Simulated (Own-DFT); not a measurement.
# One host, several defects: D0_22 TiAl3

Source: density functional calculations with Own-DFT, an unreviewed in-house program that is no longer used. Nothing was measured or relaxed, and spin and spin-orbit coupling are left out.

Method: PBE; PseudoDojo norm-conserving scalar-relativistic files; cutoff 42 hartree; 4 x 4 x 4 k mesh centred on Gamma; cold (Marzari-Vanderbilt) smearing of 0.2 eV.

Caveats: forces on such cells failed a check on a denser k mesh; stress not checked against mesh or cutoff.

All runs share one cell, with vectors in Å (-2.365, -6.981, 4.326); (-7.667, 3.491, 1.442); (-2.950, -3.488, -7.241) and a volume of 625.4 Å³. The atoms are randomly displaced, by u rms on each axis. The defect's site can differ from row to row.

| cell | formula | u (Å) | P (GPa) |
|---|---|---|---|
| no defect | Al30Ti10 | 0.0197 | 1.97 |
| no defect | Al30Ti10 | 0.0201 | 1.97 |
| no defect | Al30Ti10 | 0.0469 | 2.43 |
| two Ti on an Al site each | Al28Ti12 | 0.0295 | 3.15 |
| two Ti on an Al site each | Al28Ti12 | 0.0305 | ? |
| two Ti on an Al site each | Al28Ti12 | 0.0478 | 3.60 |
| two Ti on an Al site each | Al28Ti12 | 0.0566 | 3.93 |
| two Al on a Ti site each | Al32Ti8 | 0.0310 | 2.92 |
| two Al on a Ti site each | Al32Ti8 | 0.0332 | 2.97 |
| two Al on a Ti site each | Al32Ti8 | 0.0529 | 3.65 |
| two Al vacancies | Al28Ti10 | 0.0258 | 1.13 |
| two Al vacancies | Al28Ti10 | 0.0286 | 1.12 |
| two Al vacancies | Al28Ti10 | 0.0486 | 1.74 |

## What the rows give

P = P0 + c u² + a shift for each defect gives P0 = 1.79 GPa, c = 337 ± 22 GPa/Å² and a scatter of 0.06 GPa. The shifts, and each times the cell's volume:

- two Ti on an Al site each: 1.05 ± 0.06 GPa, 4.1 eV (2.1 eV for each of its 2 sites)
- two Al on a Ti site each: 0.84 ± 0.05 GPa, 3.3 eV (1.6 eV for each of its 2 sites)
- two Al vacancies: -0.89 ± 0.05 GPa, -3.5 eV (-1.7 eV for each of its 2 sites)

Against the defect-free cell, a freed cell would be larger where the shift is positive and smaller where it is negative (160.2 GPa Å³ is 1 eV). The atoms around the defects weren't relaxed, which would change these numbers.

## Withheld run

Asked: what pressure belongs in the blank (two Ti on an Al site each, u = 0.0305 Å)?

Estimate: 3.16 ± 0.08 GPa. Computed: 3.18 GPa.
